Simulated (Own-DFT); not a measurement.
# Wall times of self-consistent runs

Wall times of single-point runs (energy, forces and, in most, stress) with one build of Own-DFT, an in-house plane-wave density functional program, since retired. Each ran alone on one NVIDIA H200 card, with norm-conserving files, no spin and no use of crystal symmetry. The k points are those left after time reversal, where it was used. Plane waves for each k point are estimated as V (2 E)^(3/2) / (6 π²) in atomic units.

```
cell,atoms,valence electrons,cutoff (hartree),volume (Å³),k mesh,k points,plane waves,time (s)
C4Si4,8,32,42,84,7x7x7,172,7300,169
C48Si48,96,384,42,994,5x5x1,13,87200,1148
AlC35NSi35,72,288,42,746,4x4x3,26,65400,862
C36Si36,72,288,42,746,4x4x3,26,65400,801
C35Si37,72,288,42,746,4x4x3,26,65400,779
C34N2Si36,72,290,42,746,4x4x3,26,65400,876
C64Si64,128,512,42,1326,3x3x3,14,116300,1320
C54Si54,108,432,42,1118,4x4x2,20,98100,1515
C47Si48,95,380,42,994,3x4x4,26,87200,1408
Al2C48Si46,96,382,42,994,3x4x4,26,87200,1491
Al16C12N16Si12,56,224,42,577,5x5x2,26,50600,?
```

## Worked fit

Take the size N = k points x plane waves x valence electrons. A line through log(time) against log(N) has a slope of 0.70 ± 0.05 and a scatter of a factor 1.16. Part of the scatter may come from the number of self-consistent steps, which isn't shown. The slope lies under 1: time grows more slowly than N on these runs. Times belong to this build alone.

## Withheld run

Question: how long should the last run take? Its N is 2.95e+08.

The line gives about 655 s. It took 721 s.
